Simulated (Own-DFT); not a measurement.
# Response to strain: beta-Si3N4, 112 atoms (N64Si48)

The numbers are computed, not measured, by runs of the plane-wave DFT program Own-DFT (in-house, retired, unreviewed) at fixed positions, with no spin and no spin-orbit coupling.

Common settings: PBE; PseudoDojo norm-conserving scalar-relativistic files; cutoff 42 hartree; 2 x 2 x 4 k mesh centred on Gamma; Fermi-Dirac smearing of 0.1 eV.

Known weak points: forces on such cells moved up to 12 meV/angstrom on a denser k mesh; stress not checked against mesh or cutoff.

Unstrained cell vectors in Å: (15.212, 0.000, 0.000); (-7.606, 13.174, 0.000); (0.000, 0.000, 5.818). The unstrained cell has measured lattice constants (interpolated for alloys), not those of this functional. That, the random moves and any unrelaxed bonds set the pressure at no strain. A uniform strain is put on this cell, atoms riding along. Each coordinate of each atom was shifted by a normal deviate of width 0.05 Å. Strains are tensor components in per cent; tension counts as positive stress, and P is minus the mean normal stress.

```
run  e_xx (%)  e_yy (%)  e_zz (%)  e_yz (%)  e_xz (%)  e_xy (%)  s_xx (GPa)  s_yy (GPa)  s_zz (GPa)  s_yz (GPa)  s_xz (GPa)  s_xy (GPa)  P (GPa)  E (meV/atom)
  1     -1.86      1.33     -1.76     -0.11     -0.30      0.54      -17.38       -3.32      -23.63       -2.06       -2.03        2.14    14.78          24.1
  2     -1.81     -1.64     -0.61      1.35      1.77     -0.75      -21.51      -18.96      -19.24        4.69        6.45       -4.79    19.90          73.9
  3     -1.87      0.44      0.82      1.99      0.96      1.73      -15.18       -3.20      -12.66        6.98        3.01        6.56    10.34          57.9
  4     -1.87      1.22      1.66      0.78      1.40      1.52      -13.12       -0.60       -3.07        2.33        5.74        3.59     5.60          17.9
  5     -1.90      1.07      0.38     -0.57     -0.88     -1.06      -16.79       -3.38       -8.77       -1.44       -2.05       -3.23     9.65          32.0
  6     -0.60      1.74     -0.79     -1.74      0.48     -1.81       -8.11       -1.54      -14.65       -5.59        0.82       -8.48     8.10          28.0
  7      1.05     -1.19     -0.87     -0.74     -1.96      1.87       -5.33      -11.81      -18.20       -1.24       -8.41        7.40    11.78          35.6
  8     -1.80     -1.96     -0.17      0.88      0.91      1.24      -22.01      -19.63      -16.11        4.33        3.93        6.71    19.25          47.3
  9     -1.08     -1.78      1.55     -0.39      1.75      0.41      -16.84      -13.81       -3.62       -1.19        4.46        3.12    11.42          42.7
 10     -1.47     -1.15     -0.86      0.47     -1.15      1.89      -19.46      -17.06      -18.62        1.51       -3.70        9.74    18.38          54.8
 11      1.29     -1.13     -1.58     -1.58      1.02      1.75       -2.14      -15.29      -23.93       -4.76        3.87        7.84    13.79          64.0
 12     -1.97     -0.48     -0.52      1.60     -0.63     -1.92      -22.38      -14.61      -13.92        5.07       -1.15       -8.71    16.97          48.6
 13      1.71      1.55      1.15      1.26      0.67      1.43        5.47        2.95       -1.70        4.40        1.96        3.90    -2.24           8.0
 14     -0.56      0.43     -0.82      0.02     -0.50      1.47      -13.09       -5.84      -14.31        0.60       -1.72        5.66    11.08          13.3
 15     -0.05     -0.12     -1.76      1.68     -0.05      0.69       -8.78      -11.72      -23.36        5.76        0.84        3.51    14.62          41.7
 16      0.26      0.92      1.39     -0.58     -1.70      0.89       -3.33       -1.74       -0.21       -1.95       -6.22        2.88     1.76           0.0
 17      0.05     -1.12      1.21     -0.97     -0.03     -1.41       -9.53      -12.35       -1.91       -2.97       -0.61       -5.58     7.93          20.4
 18      0.40     -0.06      1.31      0.15      1.60      0.28           ?           ?           ?           ?           ?           ?        ?             ?
```

The last column gives the free energy per atom over the lowest of the runs shown.

## Fit

Each stress component was fitted by least squares to a constant and the strains of the runs shown, as fractions, with shears doubled. Shear strains stay in the fit of a normal stress only where such slopes are resolved. The slopes, in GPa:

```
stress  at no strain  per e_xx  per e_yy  per e_zz  scatter
  s_xx          -7.8  573 ± 25  204 ± 25   81 ± 27     1.27
  s_yy          -7.7   78 ± 30  509 ± 30  151 ± 32     1.50
  s_zz         -11.5   86 ± 45   84 ± 44  644 ± 47     2.24
```

The slope of each shear stress on twice its own strain, from a fit on all six strains: yz 167 ± 8, xz 173 ± 11, xy 215 ± 12 GPa. These are stiffnesses along x, y and z of the frame in which the cell vectors are given, with the crystal's c axis along z: C11, C12, C13 and C33. Hexagonal symmetry asks that xx and yy behave alike, which is a second check on the noise. No internal relaxation is included, and where it is allowed it would reduce some of the slopes. Symmetry asks for nearly equal slopes across the diagonal; the mismatch is a measure of noise. A ninth of the table's sum, 268 ± 6 GPa, estimates the bulk modulus near the mean pressure of these runs, 11.4 GPa, so it lies above the value at zero pressure.

## Withheld run

Asked: what normal stresses and pressure should run 18 give?

The fit gives s_xx = -4.6, s_yy = -5.7, s_zz = -2.8 and P = 4.3 GPa. DFT gave -3.13, -6.08, -1.01 and P = 3.41 GPa.
